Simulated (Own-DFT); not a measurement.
# What a defect does to the pressure of its cell: wurtzite GaN

No measurement is shown. These are fixed-geometry runs of a retired plane-wave code named Own-DFT, which no person has reviewed; spin and spin-orbit coupling are neglected.

Method: PBE; PseudoDojo norm-conserving scalar-relativistic files; cutoff 42 hartree; 4 x 4 x 3 k mesh centred on Gamma; Fermi-Dirac smearing of 0.1 eV.

Limits (not all hold for every row): not probed for a lower state with spin; forces not confirmed at this smearing and k mesh; stress not checked against mesh or cutoff.

All runs share one cell, with vectors in Å (9.567, 0.000, 0.000); (-4.784, 8.285, 0.000); (0.000, 0.000, 10.370) and a volume of 822.0 Å³. The atoms are randomly displaced, by u rms on each axis. The defect's site can differ from row to row.

```
               cell  formula   u (Å)  P (GPa)
          no defect  Ga36N36  0.0190     5.85
          no defect  Ga36N36  0.0481     7.06
          no defect  Ga36N36  0.0510     8.02
one Ga on an N site  Ga37N35  0.0301    12.13
one Ga on an N site  Ga37N35  0.0303    11.85
one Ga on an N site  Ga37N35  0.0497    13.06
one Ga on an N site  Ga37N35  0.0502        ?
 one N on a Ga site  Ga35N37  0.0280     5.51
 one N on a Ga site  Ga35N37  0.0313     5.64
 one N on a Ga site  Ga35N37  0.0449     6.34
```

## Working it out

P = P0 + c u² + a shift for each defect gives P0 = 5.63 GPa, c = 767 ± 110 GPa/Å² and a scatter of 0.26 GPa. The shifts, and each times the cell's volume:

- one Ga on an N site: 5.62 ± 0.21 GPa, 28.8 eV
- one N on a Ga site: -0.76 ± 0.22 GPa, -3.9 eV

Positive is outwards. The product with the volume (160.2 GPa Å³ to the eV) is nearly free of the cell's size; divided by the bulk modulus at the cell's pressure it gives the volume that the defect adds. The atoms around the defects weren't relaxed, which would change these numbers.

## Test on the hidden row

The question: what pressure belongs in the blank (one Ga on an N site, u = 0.0502 Å)?

The fitted form gives 13.18 ± 0.32 GPa. The run itself gave 13.41 GPa.
